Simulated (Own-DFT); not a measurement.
# One host, several defects: C40 NbSi2

Calculated, not measured: single-point runs of Own-DFT, a retired in-house plane-wave DFT program that no person has reviewed, on unrelaxed cells, without spin or spin-orbit coupling.

Settings: PBE; PseudoDojo norm-conserving scalar-relativistic files; cutoff 42 hartree; 4 x 4 x 5 k mesh centred on Gamma; cold (Marzari-Vanderbilt) smearing of 0.2 eV.

Keep in mind: forces on such cells failed a check on a denser k mesh; stress not checked against mesh or cutoff.

All runs share one cell, with vectors in Å (0.000, 8.324, 0.000); (-9.613, 0.000, 0.000); (0.000, 0.000, 6.586) and a volume of 527.0 Å³. u is the rms random offset of the atoms per axis. The defect's site can differ from row to row.

```
                    cell   formula   u (Å)  P (GPa)
               no defect  Nb12Si24  0.0194     1.47
               no defect  Nb12Si24  0.0213     1.49
               no defect  Nb12Si24  0.0496     2.65
two Si on a Nb site each  Nb10Si26  0.0298     1.78
two Si on a Nb site each  Nb10Si26  0.0488     2.46
two Si on a Nb site each  Nb10Si26  0.0542     2.40
two Nb on a Si site each  Nb14Si22  0.0270     7.46
two Nb on a Si site each  Nb14Si22  0.0466     8.16
two Nb on a Si site each  Nb14Si22  0.0489     8.20
          one Si vacancy  Nb12Si23  0.0310     1.00
          one Si vacancy  Nb12Si23  0.0459     1.60
          one Si vacancy  Nb12Si23  0.0526     2.13
        two Nb vacancies  Nb10Si24  0.0291    -0.28
        two Nb vacancies  Nb10Si24  0.0291    -0.03
        two Nb vacancies  Nb10Si24  0.0479     0.77
        two Nb vacancies  Nb10Si24  0.0483        ?
```

## Worked fit

P = P0 + c u² + a shift for each defect gives P0 = 1.31 GPa, c = 515 ± 48 GPa/Å² and a scatter of 0.15 GPa. The shifts, and each times the cell's volume:

- two Nb on a Si site each: 5.73 ± 0.13 GPa, 18.8 eV (9.4 eV for each of its 2 sites)
- two Si on a Nb site each: -0.16 ± 0.13 GPa, -0.5 eV (-0.3 eV for each of its 2 sites) (not resolved)
- one Si vacancy: -0.74 ± 0.13 GPa, -2.4 eV
- two Nb vacancies: -1.84 ± 0.12 GPa, -6.1 eV (-3.0 eV for each of its 2 sites)

A positive shift means that the defect pushes the cell outwards. Shift times volume (160.2 GPa Å³ is 1 eV) depends little on the cell's size, so, taken for each site, it can be compared between cells at like pressure. The atoms around the defects weren't relaxed, which would change these numbers.

## Withheld run

Q: what pressure belongs in the blank (two Nb vacancies, u = 0.0483 Å)?

From the fit: 0.67 ± 0.18 GPa. The run itself gave 0.44 GPa.
